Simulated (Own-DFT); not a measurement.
# Which defects push the lattice out? wurtzite GaN

Calculated, not measured: single-point runs of Own-DFT, a retired in-house plane-wave DFT program that no person has reviewed, on unrelaxed cells, without spin or spin-orbit coupling.

Common settings: PBE; PseudoDojo norm-conserving scalar-relativistic files; cutoff 42 hartree; 4 x 4 x 3 k mesh centred on Gamma; Fermi-Dirac smearing of 0.1 eV.

Limits (not all hold for every row): not probed for a lower state with spin; forces not confirmed at this smearing and k mesh; stress not checked against mesh or cutoff.

All runs share one cell, with vectors in Å (9.567, 0.000, 0.000); (-4.784, 8.285, 0.000); (0.000, 0.000, 10.370) and a volume of 822.0 Å³. Atoms were moved at random from their sites; u is the rms move along one axis. The defect's site can differ from row to row.

```
cell,formula,u (Å),P (GPa)
no defect,Ga36N36,0.0224,6.04
no defect,Ga36N36,0.0496,7.55
no defect,Ga36N36,0.0513,7.66
one Ga on an N site,Ga37N35,0.0292,11.89
one Ga on an N site,Ga37N35,0.0294,11.89
one Ga on an N site,Ga37N35,0.0496,12.82
one N on a Ga site,Ga35N37,0.0308,5.62
one N on a Ga site,Ga35N37,0.0314,5.64
one N on a Ga site,Ga35N37,0.0491,?
one N on a Ga site,Ga35N37,0.0514,6.81
```

## Fit

P = P0 + c u² + a shift for each defect gives P0 = 5.78 GPa, c = 698 ± 33 GPa/Å² and a scatter of 0.08 GPa. The shifts, and each times the cell's volume:

- one Ga on an N site: 5.45 ± 0.07 GPa, 28.0 eV
- one N on a Ga site: -0.82 ± 0.07 GPa, -4.2 eV

Positive is outwards. The product with the volume (160.2 GPa Å³ to the eV) is nearly free of the cell's size; divided by the bulk modulus at the cell's pressure it gives the volume that the defect adds. The atoms around the defects weren't relaxed, which would change these numbers.

## The run left out

Asked: what pressure belongs in the blank (one N on a Ga site, u = 0.0491 Å)?

The fitted form gives 6.64 ± 0.10 GPa. The hidden result is 6.65 GPa.
